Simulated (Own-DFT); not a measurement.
# Stretching a layer in its plane: grey tin, 32 atoms (Sn32)

No measurement is shown. These are fixed-geometry runs of a retired plane-wave code named Own-DFT, which no person has reviewed; spin and spin-orbit coupling are neglected.

Settings: PBE; PseudoDojo norm-conserving scalar-relativistic files; cutoff 42 hartree; 3 x 3 x 5 k mesh centred on Gamma; cold (Marzari-Vanderbilt) smearing of 0.2 eV.

Known weak points: forces on such cells failed a check on a denser k mesh; stress not checked against mesh or cutoff.

Unstrained cell vectors in Å: (12.978, 0.000, 0.000); (0.000, 12.978, 0.000); (0.000, 0.000, 6.489). The unstrained cell has measured lattice constants (interpolated for alloys), not those of this functional. That, the random moves and any unrelaxed bonds set the pressure at no strain. Each run strains x and y alike by e, as a substrate would, and holds the height along z. Each atom got a random Gaussian move of width 0.05 Å along each axis. Stress is positive in tension.

```
e (%),u (Å),(s_xx + s_yy)/2 (GPa),s_zz (GPa)
-2.50,0.058,-7.01,-6.23
-2.00,0.050,-6.24,-5.51
-1.50,0.056,-5.51,-5.15
0.25,0.043,-3.22,-3.30
0.75,0.047,-2.81,-2.96
1.25,0.055,-2.28,-2.57
1.75,0.053,?,?
2.25,0.052,-1.28,-1.92
2.50,0.054,-1.10,-1.86
3.00,0.049,-0.60,-1.42
```

## Worked fit

With e as a fraction, the in-plane stress is -3.6 + 118 e - 660 e² GPa (errors 1 and 71, scatter 0.06), and s_zz is -3.6 + 89 e - 635 e² GPa (slope ± 1, scatter 0.08). At e = 0 the first slope is C11 + C12 and the second 2 C12, both with the ions held to the strained lattice and at the cell's own pressure. The term in e² is negative: the layer stiffens under compression and softens under tension. A free layer would change its height as e changes, and the in-plane slope would drop by 2 C12²/C11 to the biaxial modulus. At fixed height, a misfit of 1 % moves the in-plane stress by about 1.2 GPa and s_zz by 0.9 GPa.

## Prediction

Q: what are the two stresses at e = 1.75 %?

The fit gives -1.7 and -2.2 GPa. Computed: -1.79 and -2.28 GPa.
